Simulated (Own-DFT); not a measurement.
# What random displacements cost in zincblende InP, 64 atoms (In32P32)

All numbers below are calculated, not measured. The program, named Own-DFT, is a retired in-house plane-wave density functional code that no person has reviewed. Each row is one single-point run on a periodic cell that was not relaxed, without spin or spin-orbit coupling.

Settings of every run: PBE; PseudoDojo norm-conserving scalar-relativistic files; cutoff 36 hartree; 3 x 3 x 3 k mesh centred on Gamma; Fermi-Dirac smearing of 0.1 eV.

Known limits: forces on such cells moved up to 12 meV/angstrom on a denser k mesh; stress not checked against mesh or cutoff.

Cell vectors in Å: (11.737, 0.000, 0.000); (0.000, 11.737, 0.000); (0.000, 0.000, 11.737). In each run every atom was moved at random and independently from its ideal site; u is the rms move along one axis. E is the free energy for each atom above the fitted value at u = 0, and F the rms of the force components.

| run | u (Å) | E (meV/atom) | F (eV/Å) | largest force (eV/Å) | P (GPa) |
|---|---|---|---|---|---|
| 1 | 0.0162 | 3.7 | 0.203 | 0.76 | 3.18 |
| 2 | 0.0189 | 5.0 | 0.229 | 0.75 | 3.20 |
| 3 | 0.0200 | 5.9 | 0.251 | 0.74 | 3.21 |
| 4 | 0.0476 | 35.4 | 0.610 | 1.99 | 3.56 |
| 5 | 0.0510 | ? | ? | ? | ? |
| 6 | 0.0988 | 139.4 | 1.294 | 6.81 | 4.88 |
| 7 | 0.1008 | 141.6 | 1.241 | 4.41 | 4.94 |
| 8 | 0.1052 | 161.8 | 1.314 | 5.41 | 5.10 |
| 9 | 0.1521 | 389.0 | 2.622 | 12.79 | 8.17 |
| 10 | 0.1948 | 462.9 | 2.532 | 10.91 | 8.33 |

## Worked fit

For small independent moves the energy grows as E = (3/2) K u², with K the mean stiffness felt by one atom. The runs with u up to 0.11 Å give K = 9.7 ± 0.2 eV/Å², with residuals divided by u² + 0.0006 Å², since the noise grows with the moves. The scatter is 1.5 meV/atom at u = 0.05 Å. The forces follow F = G u with G = 12.6 eV/Å²; no force at u = 0 is resolved. G exceeds K because the moves of its neighbours add to the force on an atom, and stiffness differs between atoms. At u = 0.195 Å the parabola gives 551 meV/atom and the run 463. The pressure follows P = 3.14 + 177 u² GPa: at fixed volume, shortened bonds push harder than stretched ones pull.

## Withheld run

Question: what energy and rms force should run 5 give?

The fit gives 38 ± 2 meV/atom and about 0.64 eV/Å. The calculation gave 37.4 meV/atom and 0.636 eV/Å.
